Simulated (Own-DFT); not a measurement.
## Calculated data, GaP (zincblende, strained, atoms displaced), SiC (2H silicon carbide, atoms displaced)

All values are calculated (Own-DFT development build). A calculation, not a measurement: plane-wave PBE density functional theory by an unreviewed code, no spin, of a simulated periodic cell, stress positive in tension, free energy of the whole cell less one offset for each atom, forces on such cells passed a denser k mesh, this cell's mesh not checked; offsets are fitted by least squares, one for each functional and potential file, so energies compare only between cells with the same atoms and settings and are not formation energies; the far tail of each file's local potential was reset to the Coulomb form; each entry is a single point on an unrelaxed cell, so the pressure reflects the starting lattice, mostly measured values (interpolated for alloys), from which strain is counted, and rises with the displacements; printed positions are rounded, which can move forces by about a meV/angstrom; the program, named Own-DFT, is a retired in-house code; no spin-orbit coupling.

Common to all runs: functional PBE; potential files PseudoDojo norm-conserving, scalar-relativistic, standard set; wave cutoff 42 hartree; occupations Fermi-Dirac; smearing width 0.1 eV.

(1) 
```cif
# cell vector a (Å): 10.8620 0.0000 0.0000
# cell vector b (Å): 0.0000 10.8620 0.0000
# cell vector c (Å): 0.0000 0.0000 10.9439
data_GaP
_symmetry_space_group_name_H-M 'P 1'
_symmetry_Int_Tables_number 1
_cell_length_a 10.8620
_cell_length_b 10.8620
_cell_length_c 10.9439
_cell_angle_alpha 90.000
_cell_angle_beta 90.000
_cell_angle_gamma 90.000
_cell_volume 1291.19
loop_
_atom_site_label
_atom_site_type_symbol
_atom_site_fract_x
_atom_site_fract_y
_atom_site_fract_z
_atom_site_occupancy
Ga1 Ga 0.00047 0.00079 0.99628 1
Ga2 Ga 0.00175 0.25330 0.24816 1
Ga3 Ga 0.24400 0.00252 0.24394 1
Ga4 Ga 0.24957 0.25154 0.00403 1
P1 P 0.12760 0.12644 0.12644 1
P2 P 0.13146 0.37320 0.37427 1
P3 P 0.37663 0.12674 0.37596 1
P4 P 0.37597 0.37325 0.12745 1
Ga5 Ga 0.99951 0.00118 0.49938 1
Ga6 Ga 0.00362 0.25053 0.74739 1
Ga7 Ga 0.25346 0.00031 0.75119 1
Ga8 Ga 0.24252 0.25378 0.50167 1
P5 P 0.12634 0.12344 0.62499 1
P6 P 0.12672 0.37882 0.87987 1
P7 P 0.36927 0.12299 0.87154 1
P8 P 0.37419 0.37164 0.62132 1
Ga9 Ga 0.00290 0.50032 0.99867 1
Ga10 Ga 0.00325 0.75307 0.25332 1
Ga11 Ga 0.25195 0.49925 0.25157 1
Ga12 Ga 0.25242 0.75600 0.99883 1
P9 P 0.12613 0.62315 0.12624 1
P10 P 0.12594 0.87805 0.37215 1
P11 P 0.37417 0.62879 0.37566 1
P12 P 0.37576 0.87935 0.12239 1
Ga13 Ga 0.99684 0.49961 0.49777 1
Ga14 Ga 0.99974 0.75147 0.75002 1
Ga15 Ga 0.24494 0.50294 0.75228 1
Ga16 Ga 0.24699 0.75259 0.49778 1
P13 P 0.12394 0.62297 0.62805 1
P14 P 0.12138 0.87480 0.87477 1
P15 P 0.37534 0.62264 0.87504 1
P16 P 0.38217 0.87477 0.62570 1
Ga17 Ga 0.50118 0.99971 0.99944 1
Ga18 Ga 0.50133 0.25019 0.25374 1
Ga19 Ga 0.74809 0.99913 0.25431 1
Ga20 Ga 0.75112 0.24775 0.00154 1
P17 P 0.62505 0.12610 0.12470 1
P18 P 0.62535 0.37063 0.37662 1
P19 P 0.87433 0.12590 0.37096 1
P20 P 0.87465 0.37205 0.12095 1
Ga21 Ga 0.50310 0.00202 0.49801 1
Ga22 Ga 0.50088 0.24968 0.74894 1
Ga23 Ga 0.75491 0.00229 0.75167 1
Ga24 Ga 0.75490 0.24773 0.50159 1
P21 P 0.62483 0.12405 0.61988 1
P22 P 0.62303 0.37311 0.87111 1
P23 P 0.86947 0.12720 0.87701 1
P24 P 0.87272 0.37565 0.62377 1
Ga25 Ga 0.50132 0.50335 0.00116 1
Ga26 Ga 0.49940 0.75403 0.25121 1
Ga27 Ga 0.74628 0.49545 0.24889 1
Ga28 Ga 0.75161 0.75221 0.99810 1
P25 P 0.62838 0.62131 0.12461 1
P26 P 0.61920 0.87594 0.37164 1
P27 P 0.87100 0.61753 0.37806 1
P28 P 0.87864 0.87819 0.12496 1
Ga29 Ga 0.49765 0.50352 0.49965 1
Ga30 Ga 0.50199 0.74931 0.75211 1
Ga31 Ga 0.74642 0.49978 0.74843 1
Ga32 Ga 0.74830 0.75052 0.50244 1
P29 P 0.62442 0.62570 0.62539 1
P30 P 0.62385 0.87544 0.87946 1
P31 P 0.87893 0.62422 0.87541 1
P32 P 0.86732 0.87215 0.62477 1
_calc_k_mesh '3 x 3 x 3 centred on Gamma'
_calc_free_energy_of_cell_above_offsets '-35.047'  # eV
_calc_pressure 3.14  # GPa
_calc_stress_xx -3.27  # GPa
_calc_stress_yy -3.35  # GPa
_calc_stress_zz -2.79  # GPa
_calc_stress_yz -0.11  # GPa
_calc_stress_xz -0.55  # GPa
_calc_stress_xy -0.16  # GPa
```

Force:
| element | x (eV/Å) | y (eV/Å) | z (eV/Å) |
| --- | --- | --- | --- |
| Ga | -0.1 | 0.383 | 0.363 |
| Ga | -0.062 | -0.152 | 0.085 |
| Ga | 1.174 | -0.099 | 0.736 |
| Ga | 0.299 | -0.08 | -0.353 |
| P | -0.89 | 0.186 | -0.691 |
| P | -1.178 | 0.589 | -0.118 |
| P | -0.802 | -0.244 | -0.035 |
| P | 0.313 | 0.303 | -0.138 |
| Ga | -0.335 | -0.158 | 0.034 |
| Ga | -0.379 | 0.175 | 0.464 |
| Ga | -0.423 | -0.678 | -0.5 |
| Ga | 0.982 | -0.772 | -0.034 |
| P | -0.173 | -0.147 | 0.076 |
| P | -0.09 | -0.729 | -0.539 |
| P | 0.876 | 0.671 | 0.773 |
| P | -0.197 | 0.678 | 0.589 |
| Ga | -0.381 | 0.141 | 0.464 |
| Ga | -0.596 | -0.728 | -0.258 |
| Ga | 0.185 | 0.226 | -0.23 |
| Ga | -0.186 | -0.675 | 0.074 |
| P | 0.132 | 0.45 | 0.004 |
| P | -0.073 | 0.08 | 0.472 |
| P | -0.009 | -0.124 | -0.188 |
| P | -0.136 | -0.213 | 0.385 |
| Ga | 0.588 | -0.342 | 0.276 |
| Ga | -0.233 | -0.197 | -0.217 |
| Ga | 0.825 | -0.558 | -0.233 |
| Ga | 0.281 | -0.036 | 0.59 |
| P | -0.238 | 0.497 | -0.718 |
| P | 0.52 | 0.213 | -0.284 |
| P | -0.124 | 0.492 | 0.04 |
| P | -0.687 | 0.038 | -0.196 |
| Ga | -0.227 | 0.571 | -0.074 |
| Ga | -0.105 | -0.166 | -0.326 |
| Ga | 0.094 | 0.022 | -0.713 |
| Ga | -0.647 | 0.357 | -0.159 |
| P | -0.102 | -0.175 | 0.217 |
| P | 0.041 | 0.512 | 0.291 |
| P | 0.381 | 0.032 | 0.336 |
| P | 0.229 | 0.528 | 0.305 |
| Ga | -0.52 | -0.086 | -0.007 |
| Ga | -0.368 | -0.336 | -0.284 |
| Ga | -0.964 | -0.191 | -0.169 |
| Ga | -0.341 | 0.042 | -0.25 |
| P | 0.432 | 0.064 | 0.78 |
| P | 0.211 | 0.158 | 0.683 |
| P | 1.154 | 0.001 | -0.417 |
| P | 0.445 | -0.083 | 0.294 |
| Ga | -0.15 | -0.629 | -0.1 |
| Ga | -0.203 | -0.633 | -0.71 |
| Ga | 0.311 | -0.253 | 0.114 |
| Ga | 0.267 | -0.27 | 0.383 |
| P | -0.258 | 0.854 | 0.132 |
| P | 0.877 | -0.167 | 0.613 |
| P | 0.075 | 1.074 | -0.638 |
| P | -0.342 | -0.244 | 0.236 |
| Ga | 0.147 | -0.412 | -0.048 |
| Ga | -0.061 | -0.06 | 0.133 |
| Ga | 0.386 | 0.09 | 0.243 |
| Ga | -0.388 | -0.323 | -0.73 |
| P | -0.139 | -0.034 | -0.009 |
| P | 0.361 | 0.054 | -0.673 |
| P | -0.578 | 0.007 | -0.221 |
| P | 1.103 | 0.507 | 0.078 |

(2) 
```cif
# cell vector a (Å): 10.8620 0.0000 0.0000
# cell vector b (Å): 0.0000 10.8620 0.0000
# cell vector c (Å): 0.0000 0.0000 10.9361
data_GaP
_symmetry_space_group_name_H-M 'P 1'
_symmetry_Int_Tables_number 1
_cell_length_a 10.8620
_cell_length_b 10.8620
_cell_length_c 10.9361
_cell_angle_alpha 90.000
_cell_angle_beta 90.000
_cell_angle_gamma 90.000
_cell_volume 1290.27
loop_
_atom_site_label
_atom_site_type_symbol
_atom_site_fract_x
_atom_site_fract_y
_atom_site_fract_z
_atom_site_occupancy
Ga1 Ga 0.99353 0.99989 0.00278 1
Ga2 Ga 0.99820 0.24593 0.24903 1
Ga3 Ga 0.24900 0.00394 0.24435 1
Ga4 Ga 0.24834 0.24819 0.00507 1
P1 P 0.12661 0.12995 0.12555 1
P2 P 0.12115 0.37381 0.37270 1
P3 P 0.37362 0.12593 0.37979 1
P4 P 0.37014 0.37735 0.12736 1
Ga5 Ga 0.99546 0.99187 0.50187 1
Ga6 Ga 0.00130 0.25475 0.76193 1
Ga7 Ga 0.25423 0.00697 0.75094 1
Ga8 Ga 0.24794 0.25530 0.49664 1
P5 P 0.12821 0.13218 0.62707 1
P6 P 0.13370 0.37755 0.86850 1
P7 P 0.37151 0.12264 0.87875 1
P8 P 0.37258 0.37764 0.62328 1
Ga9 Ga 0.99935 0.49059 0.99861 1
Ga10 Ga 0.99224 0.75428 0.24477 1
Ga11 Ga 0.25218 0.49506 0.25097 1
Ga12 Ga 0.24381 0.75226 0.99716 1
P9 P 0.11928 0.61823 0.12520 1
P10 P 0.12114 0.87108 0.38009 1
P11 P 0.37814 0.62106 0.37716 1
P12 P 0.37232 0.87534 0.12149 1
Ga13 Ga 0.99727 0.49630 0.50102 1
Ga14 Ga 0.99722 0.74956 0.74155 1
Ga15 Ga 0.24300 0.50042 0.74907 1
Ga16 Ga 0.24109 0.74553 0.49732 1
P13 P 0.12384 0.62945 0.62110 1
P14 P 0.12994 0.87560 0.87906 1
P15 P 0.37249 0.62276 0.86495 1
P16 P 0.36990 0.87234 0.62775 1
Ga17 Ga 0.49778 0.99213 0.00556 1
Ga18 Ga 0.50321 0.24835 0.24842 1
Ga19 Ga 0.75351 0.99724 0.25676 1
Ga20 Ga 0.75006 0.25133 0.99597 1
P17 P 0.62474 0.12614 0.12530 1
P18 P 0.62264 0.37342 0.36984 1
P19 P 0.86561 0.11933 0.37519 1
P20 P 0.87485 0.37288 0.12225 1
Ga21 Ga 0.49681 0.00383 0.49704 1
Ga22 Ga 0.49514 0.24809 0.74955 1
Ga23 Ga 0.75331 0.99856 0.75457 1
Ga24 Ga 0.75321 0.24880 0.49246 1
P21 P 0.62883 0.13116 0.62744 1
P22 P 0.62697 0.37244 0.88009 1
P23 P 0.86908 0.12211 0.87990 1
P24 P 0.87451 0.37112 0.62846 1
Ga25 Ga 0.50667 0.49720 0.99935 1
Ga26 Ga 0.50322 0.74496 0.25205 1
Ga27 Ga 0.74041 0.49671 0.25423 1
Ga28 Ga 0.74836 0.75461 0.00743 1
P25 P 0.62344 0.62083 0.12823 1
P26 P 0.62512 0.86888 0.38123 1
P27 P 0.88019 0.63089 0.37495 1
P28 P 0.87087 0.87405 0.12610 1
Ga29 Ga 0.50198 0.50155 0.50103 1
Ga30 Ga 0.50383 0.74698 0.75257 1
Ga31 Ga 0.74495 0.49488 0.74724 1
Ga32 Ga 0.75058 0.75125 0.49489 1
P29 P 0.62232 0.62182 0.63076 1
P30 P 0.62527 0.87582 0.88009 1
P31 P 0.87730 0.62258 0.87914 1
P32 P 0.87226 0.88176 0.62011 1
_calc_hardware 'one NVIDIA H100'
_calc_k_mesh '3 x 3 x 3 centred on Gamma'
_calc_free_energy_of_cell_above_offsets '-33.687'  # eV
_calc_pressure 3.51  # GPa
_calc_stress_xx -3.63  # GPa
_calc_stress_yy -3.71  # GPa
_calc_stress_zz -3.19  # GPa
_calc_stress_yz 0.2  # GPa
_calc_stress_xz 0.2  # GPa
_calc_stress_xy 0.19  # GPa
_calc_wall_time 510.1  # s
```

Force:
| element | x (eV/Å) | y (eV/Å) | z (eV/Å) |
| --- | --- | --- | --- |
| Ga | 0.862 | -0.122 | -0.107 |
| Ga | -0.438 | 0.131 | 0.26 |
| Ga | 0.125 | -0.467 | 0.948 |
| Ga | 0.49 | 0.575 | -0.73 |
| P | -0.955 | -0.776 | -0.08 |
| P | -0.092 | 0.064 | 0.058 |
| P | -0.127 | 0.256 | -1.047 |
| P | 1.046 | -0.58 | -0.541 |
| Ga | 1.003 | 1.652 | -0.258 |
| Ga | -0.198 | -0.819 | -0.803 |
| Ga | -0.623 | -0.639 | -0.245 |
| Ga | 0.051 | -0.177 | 0.343 |
| P | -0.856 | -0.568 | -0.126 |
| P | -0.853 | -0.655 | 1.635 |
| P | 0.823 | 0.354 | 0.399 |
| P | 0.088 | -0.044 | 0.102 |
| Ga | 0.365 | 0.498 | -0.237 |
| Ga | 1.163 | -0.567 | 0.289 |
| Ga | -0.588 | 0.814 | 0.264 |
| Ga | 0.617 | -1.265 | 0.477 |
| P | 0.472 | 0.596 | 0.096 |
| P | 0.068 | 0.625 | -1.433 |
| P | -0.667 | 0.369 | -0.194 |
| P | -0.094 | -0.924 | 1.011 |
| Ga | 0.101 | 0.339 | 0.077 |
| Ga | -0.026 | 0.394 | 1.002 |
| Ga | 0.867 | 0.694 | -1.119 |
| Ga | 1.404 | 0.329 | -0.003 |
| P | -0.512 | -1.165 | 0.364 |
| P | -1.399 | 0.734 | -1.122 |
| P | 0.244 | 0.041 | 1.45 |
| P | 0.542 | 0.093 | -0.426 |
| Ga | 0.293 | 1.134 | -0.448 |
| Ga | -0.929 | -0.116 | -0.061 |
| Ga | -1.367 | -0.404 | -0.83 |
| Ga | -0.081 | -0.35 | 0.904 |
| P | 0.313 | -0.65 | -0.064 |
| P | -0.096 | -0.165 | 1.185 |
| P | 1.912 | 0.401 | 0.17 |
| P | -0.419 | -0.105 | 0.631 |
| Ga | 0.346 | -0.589 | 1.092 |
| Ga | 0.079 | 0.252 | 0.296 |
| Ga | -0.681 | 0.163 | -0.495 |
| Ga | -0.546 | 0.5 | 0.827 |
| P | -0.283 | -0.676 | -0.259 |
| P | -0.555 | -0.074 | -1.029 |
| P | 0.903 | 0.406 | -0.309 |
| P | -0.015 | 0.008 | -0.371 |
| Ga | -1.222 | 0.353 | -0.09 |
| Ga | -0.609 | 0.486 | -0.097 |
| Ga | 1.573 | 0.576 | -0.384 |
| Ga | -0.092 | -1.091 | -0.705 |
| P | 0.212 | 0.481 | -0.414 |
| P | -0.625 | 0.936 | -0.868 |
| P | -0.894 | -1.087 | -0.075 |
| P | 0.113 | 0.781 | 0.141 |
| Ga | -0.029 | -0.4 | 0.141 |
| Ga | -0.546 | 0.619 | -0.134 |
| Ga | 0.578 | 0.327 | 0.684 |
| Ga | 0.154 | -0.768 | 1.106 |
| P | 0.73 | 0.451 | -0.93 |
| P | 0.039 | -0.267 | -0.414 |
| P | -0.56 | 0.268 | -0.57 |
| P | -0.601 | -1.196 | 1.068 |

(3) 
```cif
# cell vector a (Å): 9.2481 0.0000 0.0000
# cell vector b (Å): -4.6241 8.0091 0.0000
# cell vector c (Å): 0.0000 0.0000 10.0681
data_SiC
_symmetry_space_group_name_H-M 'P 1'
_symmetry_Int_Tables_number 1
_cell_length_a 9.2481
_cell_length_b 9.2481
_cell_length_c 10.0681
_cell_angle_alpha 90.000
_cell_angle_beta 90.000
_cell_angle_gamma 120.000
_cell_volume 745.73
loop_
_atom_site_label
_atom_site_type_symbol
_atom_site_fract_x
_atom_site_fract_y
_atom_site_fract_z
_atom_site_occupancy
Si1 Si 0.99776 0.99883 0.00940 1
Si2 Si 0.11088 0.21903 0.24948 1
C1 C 0.00895 0.00923 0.19266 1
C2 C 0.11030 0.22250 0.43343 1
Si3 Si 0.99344 0.99352 0.50109 1
Si4 Si 0.11088 0.22750 0.74558 1
C3 C 0.00628 0.00353 0.68821 1
C4 C 0.10589 0.21543 0.93047 1
Si5 Si 0.99403 0.32795 0.00171 1
Si6 Si 0.11092 0.54972 0.24140 1
C5 C 0.99248 0.33372 0.19412 1
C6 C 0.11524 0.54794 0.42821 1
Si7 Si 0.01482 0.33693 0.51291 1
Si8 Si 0.11968 0.57014 0.74726 1
C7 C 0.99592 0.32735 0.68803 1
C8 C 0.11453 0.55084 0.94215 1
Si9 Si 0.00111 0.67549 0.99633 1
Si10 Si 0.11280 0.88436 0.24298 1
C9 C 0.99553 0.67358 0.18379 1
C10 C 0.11429 0.87602 0.43621 1
Si11 Si 0.98578 0.65708 0.49788 1
Si12 Si 0.11396 0.89161 0.75676 1
C11 C 0.99118 0.66200 0.69195 1
C12 C 0.10381 0.88298 0.93963 1
Si13 Si 0.32532 0.00001 0.99343 1
Si14 Si 0.44179 0.22622 0.24997 1
C13 C 0.33665 0.00235 0.19015 1
C14 C 0.43840 0.21086 0.43424 1
Si15 Si 0.32769 0.00200 0.49013 1
Si16 Si 0.44524 0.22951 0.75228 1
C15 C 0.33424 0.00302 0.69957 1
C16 C 0.44469 0.22297 0.93759 1
Si17 Si 0.32888 0.32573 0.98927 1
Si18 Si 0.45103 0.55928 0.24895 1
C17 C 0.33100 0.33124 0.18626 1
C18 C 0.44295 0.55193 0.43674 1
Si19 Si 0.34142 0.34963 0.49449 1
Si20 Si 0.43326 0.54699 0.75437 1
C19 C 0.32810 0.33151 0.69201 1
C20 C 0.44857 0.55583 0.93509 1
Si21 Si 0.32826 0.66442 0.99363 1
Si22 Si 0.44731 0.88926 0.25460 1
C21 C 0.34190 0.67169 0.18634 1
C22 C 0.45056 0.88402 0.45248 1
Si23 Si 0.32583 0.66100 0.50243 1
Si24 Si 0.44117 0.88819 0.74810 1
C23 C 0.33300 0.65733 0.69118 1
C24 C 0.46778 0.90603 0.94020 1
Si25 Si 0.67001 0.99593 0.01270 1
Si26 Si 0.77653 0.21978 0.25158 1
C25 C 0.67183 0.00125 0.19280 1
C26 C 0.77206 0.22571 0.43578 1
Si27 Si 0.66639 0.00734 0.48847 1
Si28 Si 0.77655 0.21072 0.75740 1
C27 C 0.66559 0.99793 0.69578 1
C28 C 0.76188 0.21834 0.93666 1
Si29 Si 0.65981 0.32141 0.00160 1
Si30 Si 0.76796 0.55081 0.25228 1
C29 C 0.66409 0.32991 0.18888 1
C30 C 0.78045 0.56341 0.44112 1
Si31 Si 0.67189 0.32744 0.50635 1
Si32 Si 0.78385 0.56023 0.74345 1
C31 C 0.65921 0.33125 0.70460 1
C32 C 0.78515 0.55679 0.93581 1
Si33 Si 0.65425 0.65894 0.99785 1
Si34 Si 0.77288 0.88237 0.24081 1
C33 C 0.67467 0.67240 0.19153 1
C34 C 0.76119 0.87798 0.43830 1
Si35 Si 0.66875 0.66292 0.50425 1
Si36 Si 0.77851 0.89199 0.76004 1
C35 C 0.65310 0.66456 0.69732 1
C36 C 0.78982 0.89837 0.94366 1
_calc_hardware 'one NVIDIA H100'
_calc_k_mesh '4 x 4 x 3 centred on Gamma'
_calc_free_energy_of_cell_above_offsets '-4.670'  # eV
_calc_pressure 5.52  # GPa
_calc_stress_xx -5.26  # GPa
_calc_stress_yy -5.91  # GPa
_calc_stress_zz -5.38  # GPa
_calc_stress_yz -0.3  # GPa
_calc_stress_xz -0.35  # GPa
_calc_stress_xy -1.51  # GPa
_calc_wall_time 362.7  # s
```

Force:
| element | x (eV/Å) | y (eV/Å) | z (eV/Å) |
| --- | --- | --- | --- |
| Si | 1.114 | 0.765 | -1.182 |
| Si | -0.643 | 2.072 | 0.537 |
| C | -0.665 | -2.423 | -0.612 |
| C | 0.652 | -0.532 | 1.52 |
| Si | 0.534 | 0.089 | -0.828 |
| Si | 0.372 | -1.747 | 0.489 |
| C | -0.941 | -0.779 | 0.29 |
| C | -0.258 | 0.499 | 1.47 |
| Si | -0.416 | -0.022 | -0.26 |
| Si | -0.479 | 2.084 | 0.655 |
| C | 1.564 | -1.224 | -1.958 |
| C | -1.668 | 0.451 | 1.979 |
| Si | -1.805 | -0.81 | -3.817 |
| Si | -0.921 | -2.978 | 1.353 |
| C | -0.565 | 1.679 | 1.616 |
| C | -1.855 | 0.631 | -1.297 |
| Si | 0.451 | -3.217 | 1.212 |
| Si | -0.1 | 1.14 | 1.792 |
| C | 0.948 | -2.165 | 0.283 |
| C | -2.416 | 0.51 | -0.382 |
| Si | 3.909 | 1.553 | 0.48 |
| Si | -0.812 | 0.026 | -1.596 |
| C | 2.459 | 1.967 | -1.777 |
| C | 0.307 | 2.16 | -0.143 |
| Si | 2.464 | 0.008 | 1.378 |
| Si | 0.679 | -1.083 | -0.331 |
| C | -0.066 | -0.279 | -0.875 |
| C | -0.008 | 3.531 | 0.761 |
| Si | 1.575 | -1.872 | 2.748 |
| Si | -0.44 | -1.556 | 0.122 |
| C | -0.391 | -0.248 | -1.941 |
| C | -0.835 | -0.472 | 0.099 |
| Si | -0.453 | 1.047 | 1.839 |
| Si | -0.911 | -0.632 | -0.169 |
| C | -0.161 | 0.974 | -0.745 |
| C | 0.372 | 2.586 | -0.39 |
| Si | 0.144 | -4.948 | 1.332 |
| Si | 1.584 | 0.519 | -0.464 |
| C | 0.499 | 0.596 | -1.488 |
| C | -2.304 | -1.201 | 0.721 |
| Si | 2.053 | 1.823 | 1.335 |
| Si | -0.512 | -0.127 | 0.126 |
| C | -0.647 | -0.801 | -0.265 |
| C | -2.843 | 0.168 | -2.368 |
| Si | 1.273 | 0.482 | -0.437 |
| Si | 1.505 | 0.629 | 0.914 |
| C | -1.482 | 1.741 | -0.806 |
| C | -3.676 | -3.345 | -0.761 |
| Si | 0.201 | 1.547 | -2.01 |
| Si | -0.674 | 0.843 | 0.291 |
| C | -0.689 | -0.298 | 0.401 |
| C | 2.607 | -0.156 | 0.392 |
| Si | 1.665 | -0.883 | 3.212 |
| Si | -1.624 | 1.196 | -0.99 |
| C | 0.147 | -0.138 | -1.92 |
| C | 3.71 | -0.648 | 1.727 |
| Si | -0.696 | 2.918 | -0.029 |
| Si | 1.957 | 0.617 | -0.622 |
| C | -0.272 | 0.127 | 0.136 |
| C | -1.002 | -3.022 | -0.774 |
| Si | -2.913 | 0.712 | 0.659 |
| Si | -3.142 | -1.694 | 2.883 |
| C | 2.484 | 0.573 | -3.166 |
| C | -1.745 | -0.666 | 0.266 |
| Si | 3.674 | 1.452 | 0.32 |
| Si | 1.316 | 2.126 | 2.977 |
| C | -1.328 | -2.341 | -1.743 |
| C | 1.849 | 1.495 | -0.847 |
| Si | -2.425 | 0.846 | 0.912 |
| Si | 0.214 | -0.258 | -1.634 |
| C | 2.176 | 0.375 | -1.271 |
| C | -1.678 | -1.995 | 0.668 |
